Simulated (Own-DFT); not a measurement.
# Point defects and the pressure they add: C40 NbSi2

No measurement is shown. These are fixed-geometry runs of a retired plane-wave code named Own-DFT, which no person has reviewed; spin and spin-orbit coupling are neglected.

Common settings: PBEsol; PseudoDojo norm-conserving scalar-relativistic files, made for PBE; cutoff 42 hartree; 4 x 4 x 5 k mesh centred on Gamma; cold (Marzari-Vanderbilt) smearing of 0.2 eV.

Limits: forces on such cells failed a check on a denser k mesh; stress not checked against mesh or cutoff.

All runs share one cell, with vectors in Å (0.000, 8.324, 0.000); (-9.613, 0.000, 0.000); (0.000, 0.000, 6.586) and a volume of 527.0 Å³. u is the rms random offset of the atoms per axis. The defect's site can differ from row to row.

```
cell,formula,u (Å),P (GPa)
no defect,Nb12Si24,0.0176,-2.20
no defect,Nb12Si24,0.0196,-2.19
no defect,Nb12Si24,0.0482,-0.94
one Si vacancy,Nb12Si23,0.0305,-2.59
one Si vacancy,Nb12Si23,0.0306,-2.53
one Si vacancy,Nb12Si23,0.0473,-1.82
two Nb on a Si site each,Nb14Si22,0.0275,3.64
two Nb on a Si site each,Nb14Si22,0.0502,4.48
two Nb on a Si site each,Nb14Si22,0.0520,4.46
two Si on a Nb site each,Nb10Si26,0.0284,-1.70
two Si on a Nb site each,Nb10Si26,0.0332,?
two Si on a Nb site each,Nb10Si26,0.0498,-1.13
two Si on a Nb site each,Nb10Si26,0.0510,-1.28
```

## Worked fit

P = P0 + c u² + a shift for each defect gives P0 = -2.26 GPa, c = 481 ± 56 GPa/Å² and a scatter of 0.16 GPa. The shifts, and each times the cell's volume:

- two Nb on a Si site each: 5.49 ± 0.14 GPa, 18.1 eV (9.0 eV for each of its 2 sites)
- two Si on a Nb site each: -0.06 ± 0.14 GPa, -0.2 eV (-0.1 eV for each of its 2 sites) (not resolved)
- one Si vacancy: -0.71 ± 0.13 GPa, -2.3 eV

Against the defect-free cell, a freed cell would be larger where the shift is positive and smaller where it is negative (160.2 GPa Å³ is 1 eV). The atoms around the defects weren't relaxed, which would change these numbers.

## The run left out

Question: what pressure belongs in the blank (two Si on a Nb site each, u = 0.0332 Å)?

The fit gives -1.79 ± 0.19 GPa. Computed: -1.52 GPa.
